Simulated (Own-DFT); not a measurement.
# Which defects push the lattice out? zincblende InP

The numbers are computed, not measured, by runs of the plane-wave DFT program Own-DFT (in-house, retired, unreviewed) at fixed positions, with no spin and no spin-orbit coupling.

All runs used: PBE; PseudoDojo norm-conserving scalar-relativistic files; cutoff 36 hartree; 3 x 3 x 3 k mesh centred on Gamma; Fermi-Dirac smearing of 0.1 eV.

Known weak points (not all hold for every row): not probed for a lower state with spin; forces on such cells moved up to 12 meV/angstrom on a denser k mesh; stress not checked against mesh or cutoff.

All runs share one cell, with vectors in Å (11.737, 0.000, 0.000); (0.000, 11.737, 0.000); (0.000, 0.000, 11.737) and a volume of 1617.0 Å³. u is the rms random offset of the atoms per axis. The defect's site can differ from row to row.

| cell | formula | u (Å) | P (GPa) |
|---|---|---|---|
| no defect | In32P32 | 0.0214 | 3.21 |
| no defect | In32P32 | 0.0476 | 3.54 |
| no defect | In32P32 | 0.0484 | 3.55 |
| two P vacancies | In32P30 | 0.0278 | 2.87 |
| two P vacancies | In32P30 | 0.0316 | 3.00 |
| two P vacancies | In32P30 | 0.0324 | 3.00 |
| one In on a P site and one P on an In site | In32P32 | 0.0271 | 3.62 |
| one In on a P site and one P on an In site | In32P32 | 0.0303 | 3.66 |
| one In on a P site and one P on an In site | In32P32 | 0.0494 | ? |
| one In on a P site and one P on an In site | In32P32 | 0.0505 | 4.11 |

## Working it out

P = P0 + c u² + a shift for each defect gives P0 = 3.05 GPa, c = 227 ± 24 GPa/Å² and a scatter of 0.05 GPa. The shifts, and each times the cell's volume:

- one In on a P site and one P on an In site: 0.43 ± 0.04 GPa, 4.3 eV
- two P vacancies: -0.31 ± 0.04 GPa, -3.2 eV (-1.6 eV for each of its 2 sites)

A positive shift means that the defect pushes the cell outwards. Shift times volume (160.2 GPa Å³ is 1 eV) depends little on the cell's size, so, taken for each site, it can be compared between cells at like pressure. The atoms around the defects weren't relaxed, which would change these numbers.

## Withheld run

Q: what pressure belongs in the blank (one In on a P site and one P on an In site, u = 0.0494 Å)?

The fit gives 4.03 ± 0.06 GPa. The run itself gave 4.03 GPa.
